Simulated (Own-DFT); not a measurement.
Si12O23 (quartz with two neutral oxygen vacancies, strained, atoms displaced) (calculated)

All values are calculated (Own-DFT development build). A calculation, not a measurement: plane-wave PBE and HSE06 DFT by an unreviewed code, no spin, of a simulated cell at Gamma alone, so results move with cell size and shape, stress positive in tension, energies less offsets, not probed for a lower state with spin; oxygen file: force components 24 meV/angstrom off all-electron in a glass; k mesh not checked against a denser one; forces and stress are PBE's, HSE06 gives the energy alone, and its difference from PBE has offsets of its own; offsets are fitted by least squares, one for each functional and potential file, so energies compare only between cells with the same atoms and settings and are not formation energies; the far tail of each file's local potential was reset to the Coulomb form; each entry is a single point on an unrelaxed cell, so the pressure reflects the starting lattice, mostly measured values (interpolated for alloys), from which strain is counted, and rises with the displacements; printed positions are rounded, which can move forces by about a meV/angstrom; the program, named Own-DFT, is a retired in-house code; no spin-orbit coupling.

Entry: Si12O23 (quartz with two neutral oxygen vacancies, strained, atoms displaced)

```cif
# cell vector a (Å): 9.8136 -0.0591 0.1577
# cell vector b (Å): -4.9580 8.6369 -0.1664
# cell vector c (Å): 0.1735 -0.1113 10.8621
data_Si12O23
_symmetry_space_group_name_H-M 'P 1'
_symmetry_Int_Tables_number 1
_cell_length_a 9.8150
_cell_length_b 9.9602
_cell_length_c 10.8641
_cell_angle_alpha 91.922
_cell_angle_beta 88.161
_cell_angle_gamma 120.212
_cell_volume 917.15
loop_
_atom_site_label
_atom_site_type_symbol
_atom_site_fract_x
_atom_site_fract_y
_atom_site_fract_z
_atom_site_occupancy
Si1 Si 0.22482 0.98410 0.00556 1
Si2 Si 0.00695 0.24514 0.33275 1
Si3 Si 0.25798 0.25265 0.16719 1
O1 O 0.20345 0.12065 0.05246 1
O2 O 0.41405 0.27283 0.23727 1
O3 O 0.38593 0.08157 0.38972 1
O4 O 0.07472 0.36647 0.43658 1
O5 O 0.13803 0.20112 0.27750 1
O6 O 0.29941 0.42353 0.10675 1
Si4 Si 0.23282 0.99468 0.50134 1
Si5 Si 0.98457 0.23079 0.83324 1
Si6 Si 0.28161 0.28040 0.67427 1
O7 O 0.21442 0.14215 0.55406 1
O8 O 0.42350 0.29736 0.72244 1
O9 O 0.36165 0.08260 0.88162 1
O10 O 0.06252 0.35863 0.95343 1
O11 O 0.14078 0.19597 0.78102 1
O12 O 0.28699 0.42377 0.62351 1
Si7 Si 0.24133 0.52022 0.98663 1
Si8 Si 0.99322 0.72794 0.31865 1
Si9 Si 0.26440 0.75936 0.15784 1
O13 O 0.21408 0.63614 0.05779 1
O14 O 0.38438 0.58817 0.38736 1
O15 O 0.08984 0.87326 0.43874 1
O16 O 0.29708 0.91824 0.11543 1
Si10 Si 0.22943 0.49941 0.48994 1
Si11 Si 0.99307 0.72343 0.82557 1
Si12 Si 0.26817 0.76749 0.67405 1
O17 O 0.20686 0.63621 0.57395 1
O18 O 0.42017 0.77956 0.72446 1
O19 O 0.36207 0.55894 0.89206 1
O20 O 0.09138 0.86434 0.94413 1
O21 O 0.12311 0.70106 0.76665 1
O22 O 0.28339 0.92977 0.60292 1
Si13 Si 0.73431 0.00809 0.99347 1
Si14 Si 0.49398 0.22583 0.33559 1
Si15 Si 0.76524 0.25113 0.16972 1
O23 O 0.70631 0.14256 0.06344 1
O24 O 0.92489 0.30192 0.22891 1
O25 O 0.86511 0.06940 0.39688 1
O26 O 0.57537 0.36615 0.44048 1
O27 O 0.63420 0.20175 0.27322 1
O28 O 0.79102 0.41492 0.10934 1
Si16 Si 0.73018 0.99545 0.49879 1
Si17 Si 0.49413 0.23380 0.82735 1
Si18 Si 0.76070 0.26737 0.68257 1
O29 O 0.70871 0.14101 0.55708 1
O30 O 0.93526 0.30033 0.72624 1
O31 O 0.85297 0.07332 0.88818 1
O32 O 0.57464 0.36515 0.93837 1
O33 O 0.63468 0.20443 0.77621 1
O34 O 0.79443 0.42711 0.60226 1
Si19 Si 0.73089 0.49921 0.99735 1
Si20 Si 0.50684 0.74835 0.33760 1
Si21 Si 0.77146 0.77392 0.17076 1
O35 O 0.70223 0.62679 0.06022 1
O36 O 0.92599 0.79899 0.21191 1
O37 O 0.88106 0.58565 0.39733 1
O38 O 0.56815 0.86353 0.43779 1
O39 O 0.64611 0.70262 0.27116 1
O40 O 0.79177 0.92809 0.10546 1
Si22 Si 0.73231 0.48672 0.50906 1
Si23 Si 0.49374 0.72882 0.83137 1
Si24 Si 0.78264 0.76774 0.65460 1
O41 O 0.71438 0.63930 0.55355 1
O42 O 0.91142 0.79096 0.72557 1
O43 O 0.86259 0.57840 0.89792 1
O44 O 0.57492 0.84841 0.94751 1
O45 O 0.63131 0.70401 0.78036 1
O46 O 0.79046 0.93868 0.61016 1
```

- first functional: PBE
- second functional: HSE06
- exact exchange share: 0.25
- screening: 0.11 1/bohr
- exchange divergence: Gygi-Baldereschi
- potential files: PseudoDojo norm-conserving, scalar-relativistic, made for PBE, standard set
- wave cutoff: 48 hartree
- occupations: fixed
- k mesh: 1 x 1 x 1 centred on Gamma
- PBE energy of cell above offsets: -4.568 eV
- HSE06 less PBE above offsets: 0.841 eV
- PBE pressure: 10.29 GPa
- PBE stress xx: -11.74 GPa
- PBE stress yy: -9.54 GPa
- PBE stress zz: -9.58 GPa
- PBE stress yz: -3.42 GPa
- PBE stress xz: 1.5 GPa
- PBE stress xy: -6.09 GPa

Force:
```
element  x (eV/Å)  y (eV/Å)  z (eV/Å)
     Si     7.757     7.161     2.645
     Si    -1.378    -5.919    -3.218
     Si     2.114     3.168    -3.125
      O    -1.582     2.428     2.677
      O     -1.75     1.061    -2.659
      O     -3.84    -10.72     6.563
      O     -0.95     1.651     1.926
      O     -3.35    -0.449     1.837
      O    -1.161    -0.341    -0.831
     Si     1.039      7.67    -1.961
     Si     6.609     2.385     0.976
     Si    -9.082    -6.567    -4.223
      O      0.44     0.592     0.975
      O     10.99     1.172     4.333
      O    -0.882    -3.862     2.358
      O     0.184     0.789    -1.484
      O    -3.357     0.809     0.743
      O    -3.187     4.787    -4.483
     Si     -1.35    -11.65     6.304
     Si     3.162     3.278    -0.991
     Si     0.393     0.647     8.994
      O    -2.319     -0.12     -2.23
      O    -3.171    -5.407     3.454
      O    -4.117     -5.48    -4.636
      O    -1.936     4.365     -3.32
     Si     4.017     3.873     4.623
     Si    -3.691     3.572     2.894
     Si    -2.048     3.159    -3.419
      O     1.167    -3.777    -4.282
      O     1.165     1.259     1.377
      O     4.558     3.562    -6.365
      O    -6.051    -9.772    -6.881
      O     1.511    -0.734     0.332
      O     4.522    -3.808     5.596
     Si    -1.477    -4.155     5.741
     Si     4.021     7.796    -3.136
     Si    -3.755     6.762     2.437
      O     1.177    -6.703    -6.635
      O     4.897    -0.171     2.647
      O      1.37     2.494    -2.405
      O    -0.108     0.145     0.222
      O    -0.708     -0.47     1.237
      O    -1.305     1.477     -1.87
     Si    -0.764     2.751     1.386
     Si     -0.84     2.462     1.324
     Si     5.687     1.565    -9.382
      O     0.006     0.246     1.582
      O    -2.144     0.402    -0.929
      O     1.325     0.223    -2.638
      O    -0.922    -1.359    -1.657
      O    -3.941    -1.936     4.223
      O     3.852    -3.055     6.044
     Si     0.804    -2.581     5.434
     Si     0.855    -3.514    -9.845
     Si    -3.346    -0.941    -6.736
      O     -0.78     2.185     1.318
      O     6.334     0.877       3.1
      O    -1.591    -3.174     2.106
      O     0.249     5.388     5.859
      O    -5.028    -0.424     4.503
      O    -1.003     1.504    -1.323
     Si    -2.977     4.388    -6.808
     Si     2.181    -0.402      0.77
     Si     -13.1     1.402    -2.103
      O     0.231    -2.201    -1.369
      O     11.53     0.962     7.215
      O     2.248      0.73    -2.955
      O    -1.556     1.229     0.078
      O     2.397     0.341    -3.143
      O     1.753    -3.021     1.212
```
